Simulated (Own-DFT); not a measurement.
# Response to strain: rock-salt HfC, 64 atoms (C32Hf32)

Calculated results; nothing here was measured. They come from Own-DFT, an in-house plane-wave density functional program, since retired, whose code no person has reviewed. Each row is one single-point run on a periodic cell that was not relaxed, without spin or spin-orbit coupling.

Settings of every run: PBE; PseudoDojo norm-conserving scalar-relativistic files; cutoff 42 hartree; 4 x 4 x 4 k mesh centred on Gamma; cold (Marzari-Vanderbilt) smearing of 0.2 eV.

Known limits: hafnium file: forces about 75 meV/angstrom off all-electron values; forces on such cells failed a check on a denser k mesh; stress not checked against mesh or cutoff.

Unstrained cell vectors in Å: (3.784, -5.351, 6.554); (-3.784, 5.351, 6.554); (-7.568, -5.351, 0.000). The unstrained cell was taken from the Materials Project. The random moves and any unrelaxed bonds add to the pressure at no strain. Each run strains this cell uniformly, with the atoms carried along. Every atom was also moved at random, by a Gaussian of width 0.05 Å on each axis. Strain is the symmetric tensor, in per cent. Stress is positive in tension, and the pressure is minus a third of its trace.

```
run  e_xx (%)  e_yy (%)  e_zz (%)  e_yz (%)  e_xz (%)  e_xy (%)  s_xx (GPa)  s_yy (GPa)  s_zz (GPa)  s_yz (GPa)  s_xz (GPa)  s_xy (GPa)  P (GPa)  E (meV/atom)
  1      0.59     -1.54      1.10      0.22      0.42     -0.55       -3.23      -10.05       -0.50        0.91        1.44       -2.45     4.60           1.0
  2      1.82      0.20     -1.35      1.77     -1.38      1.38        2.14       -4.53      -10.92        8.59       -6.41        6.42     4.44          18.6
  3     -0.70     -0.40      0.37     -0.49     -1.10     -1.40       -9.26       -7.59       -3.68       -1.43       -3.87       -6.08     6.84           3.3
  4     -1.91      0.93     -0.29      1.50     -1.69     -1.16      -15.53       -4.39       -7.61        6.41       -6.81       -5.28     9.17          23.2
  5     -1.51     -0.43     -1.94     -1.32      0.78     -1.05      -17.05      -12.71      -17.68       -6.14        4.01       -4.41    15.81          36.5
  6      0.36     -0.67      1.50      1.57     -1.76     -0.69       -3.00       -5.99        1.37        6.21       -6.57       -2.53     2.54           2.3
  7     -0.81      1.34     -1.54      1.66     -1.63      0.11       -9.79       -2.49      -13.46        8.15       -7.33        0.92     8.58          27.3
  8      0.22     -1.18      1.16      1.31      1.15     -1.26       -4.72       -8.94        0.07        4.78        3.97       -5.44     4.53           5.8
  9     -1.43     -1.42     -0.46     -1.62     -0.83      1.33      -14.97      -15.65      -12.13       -7.04       -2.24        5.50    14.25          39.3
 10     -0.81     -1.03      0.38      0.70      0.25     -1.19      -10.74      -10.95       -5.27        2.18        1.01       -5.32     8.99          10.0
 11      0.68      1.84      0.18     -0.52     -1.81     -0.50        0.78        4.62       -1.04       -1.35       -6.13       -1.40    -1.45           3.2
 12     -1.60      0.10     -1.05      0.44      1.36     -1.80      -16.80       -8.92      -11.45        1.19        5.06       -8.43    12.39          35.3
 13      0.43     -1.49      0.87      1.94      1.99     -0.48       -4.97      -11.15       -2.15        7.10        6.75       -1.96     6.09          41.3
 14      0.46      1.76      1.58      0.64     -0.82      1.64        1.47        5.44        4.71        2.52       -3.11        5.35    -3.88           0.0
 15      1.95      0.50      0.27     -1.51     -0.33      1.36        4.78       -0.32       -1.66       -5.70       -0.57        4.95    -0.94          12.6
 16     -1.16      0.76      1.33      1.71      0.73     -1.12       -9.47       -1.95        1.15        5.99        2.35       -5.28     3.43          22.4
 17     -0.96      0.57      0.53     -0.68      1.67     -0.57           ?           ?           ?           ?           ?           ?        ?             ?
```

E is the free energy for each atom above the lowest run shown.

## Worked fit

Each stress component was fitted by least squares to a constant and the strains of the runs shown, as fractions, with shears doubled. Shear strains stay in the fit of a normal stress only where such slopes are resolved. The slopes, in GPa:

```
stress  at no strain  per e_xx  per e_yy  per e_zz  scatter
  s_xx          -5.9  526 ± 14  135 ± 14  136 ± 15     0.61
  s_yy          -5.7   152 ± 7   480 ± 6   147 ± 6     0.26
  s_zz          -5.6  125 ± 12  125 ± 10  519 ± 10     0.41
```

Also, s_yy gains -12 ± 4 per 2 e_xy; s_zz gains -28 ± 6 per 2 e_xy.

Each shear stress against twice its own strain: yz 207 ± 4, xz 187 ± 4, xy 199 ± 7 GPa. These are stiffnesses along x, y and z of the frame in which the cell vectors are given, which need not be the crystal's axes. The atoms are held to the strained lattice; where symmetry lets them move under strain, relaxing them would lower some slopes. The table should be nearly symmetric about its diagonal, and what it lacks of that shows the noise. A ninth of its sum, 261 ± 5 GPa, estimates the bulk modulus near the mean pressure of these runs, 6.0 GPa, so it lies above the value at zero pressure.

## Withheld run

Question: what normal stresses and pressure should run 17 give?

The fit gives s_xx = -9.4, s_yy = -3.5, s_zz = -3.0 and P = 5.3 GPa. The calculation gave -8.71, -2.78, -2.55 and P = 4.68 GPa.
